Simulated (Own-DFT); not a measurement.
# Point defects and the pressure they add: zincblende GaAs

The numbers are computed, not measured, by runs of the plane-wave DFT program Own-DFT (in-house, retired, unreviewed) at fixed positions, with no spin and no spin-orbit coupling.

All runs used: PBE; PseudoDojo norm-conserving scalar-relativistic files; cutoff 42 hartree; 3 x 3 x 3 k mesh centred on Gamma; Fermi-Dirac smearing of 0.1 eV.

Caveats (not all hold for every row): not probed for a lower state with spin; forces not confirmed at this smearing and k mesh; stress not checked against mesh or cutoff.

All runs share one cell, with vectors in Å (10.862, 0.000, 0.000); (0.000, 10.862, 0.000); (0.000, 0.000, 11.796) and a volume of 1391.7 Å³, strained against the parent crystal. The atoms are randomly displaced, by u rms on each axis. The defect's site can differ from row to row.

```
cell,formula,u (Å),P (GPa)
no defect,As32Ga32,0.0275,6.64
no defect,As32Ga32,0.0510,7.02
no defect,As32Ga32,0.0520,7.05
one In on a Ga site,As32Ga31In,0.0305,7.37
one In on a Ga site,As32Ga31In,0.0312,7.48
one In on a Ga site,As32Ga31In,0.0313,7.40
one As vacancy and one Ga vacancy,As31Ga31,0.0299,5.97
one As vacancy and one Ga vacancy,As31Ga31,0.0461,6.24
one As vacancy and one Ga vacancy,As31Ga31,0.0486,6.32
one Al on a Ga site,AlAs32Ga31,0.0297,6.66
one Al on a Ga site,AlAs32Ga31,0.0315,6.69
one Al on a Ga site,AlAs32Ga31,0.0483,7.02
one P on an As site,As31Ga32P,0.0290,6.36
one P on an As site,As31Ga32P,0.0296,6.39
one P on an As site,As31Ga32P,0.0485,6.66
one P on an As site,As31Ga32P,0.0515,?
```

## Worked fit

P = P0 + c u² + a shift for each defect gives P0 = 6.47 GPa, c = 217 ± 12 GPa/Å² and a scatter of 0.03 GPa. The shifts, and each times the cell's volume:

- one In on a Ga site: 0.74 ± 0.03 GPa, 6.4 eV
- one Al on a Ga site: 0.02 ± 0.03 GPa, 0.1 eV (not resolved)
- one P on an As site: -0.29 ± 0.03 GPa, -2.5 eV
- one As vacancy and one Ga vacancy: -0.68 ± 0.03 GPa, -5.9 eV

Positive is outwards. The product with the volume (160.2 GPa Å³ to the eV) is nearly free of the cell's size; divided by the bulk modulus at the cell's pressure it gives the volume that the defect adds. The atoms around the defects weren't relaxed, which would change these numbers.

## Check

Q: what pressure belongs in the blank (one P on an As site, u = 0.0515 Å)?

The fitted form gives 6.75 ± 0.04 GPa. Computed: 6.72 GPa.
